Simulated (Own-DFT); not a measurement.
# Point defects and the pressure they add: C40 NbSi2

Everything here is calculated. The program is Own-DFT (plane waves, in-house, since retired, never reviewed by a person); positions were held fixed, and spin and spin-orbit coupling were off.

All runs used: PBE; PseudoDojo norm-conserving scalar-relativistic files; cutoff 42 hartree; 4 x 4 x 5 k mesh centred on Gamma; cold (Marzari-Vanderbilt) smearing of 0.2 eV.

Known weak points: forces on such cells failed a check on a denser k mesh; stress not checked against mesh or cutoff.

All runs share one cell, with vectors in Å (0.000, 8.324, 0.000); (-9.613, 0.000, 0.000); (0.000, 0.000, 6.586) and a volume of 527.0 Å³. The atoms are randomly displaced, by u rms on each axis. The defect's site can differ from row to row.

| cell | formula | u (Å) | P (GPa) |
|---|---|---|---|
| no defect | Nb12Si24 | 0.0208 | 1.53 |
| no defect | Nb12Si24 | 0.0208 | 1.53 |
| no defect | Nb12Si24 | 0.0465 | 2.59 |
| two Si on a Nb site each | Nb10Si26 | 0.0308 | 1.69 |
| two Si on a Nb site each | Nb10Si26 | 0.0325 | 1.82 |
| two Si on a Nb site each | Nb10Si26 | 0.0512 | 2.15 |
| two Nb vacancies | Nb10Si24 | 0.0285 | -0.06 |
| two Nb vacancies | Nb10Si24 | 0.0302 | -0.07 |
| two Nb vacancies | Nb10Si24 | 0.0510 | 0.35 |
| two Nb on a Si site each | Nb14Si22 | 0.0325 | 7.55 |
| two Nb on a Si site each | Nb14Si22 | 0.0424 | 7.95 |
| two Nb on a Si site each | Nb14Si22 | 0.0468 | 8.14 |
| one Si vacancy | Nb12Si23 | 0.0261 | 0.90 |
| one Si vacancy | Nb12Si23 | 0.0332 | 1.22 |
| one Si vacancy | Nb12Si23 | 0.0509 | ? |
| one Si vacancy | Nb12Si23 | 0.0534 | 2.08 |

## Worked fit

P = P0 + c u² + a shift for each defect gives P0 = 1.45 GPa, c = 427 ± 55 GPa/Å² and a scatter of 0.17 GPa. The shifts, and each times the cell's volume:

- two Nb on a Si site each: 5.71 ± 0.14 GPa, 18.8 eV (9.4 eV for each of its 2 sites)
- two Si on a Nb site each: -0.22 ± 0.14 GPa, -0.7 eV (-0.4 eV for each of its 2 sites) (not resolved)
- one Si vacancy: -0.71 ± 0.14 GPa, -2.3 eV
- two Nb vacancies: -2.00 ± 0.14 GPa, -6.6 eV (-3.3 eV for each of its 2 sites)

A positive shift means that the defect pushes the cell outwards. Shift times volume (160.2 GPa Å³ is 1 eV) depends little on the cell's size, so, taken for each site, it can be compared between cells at like pressure. The atoms around the defects weren't relaxed, which would change these numbers.

## The run left out

The question: what pressure belongs in the blank (one Si vacancy, u = 0.0509 Å)?

From the fit: 1.85 ± 0.20 GPa. The hidden result is 1.72 GPa.
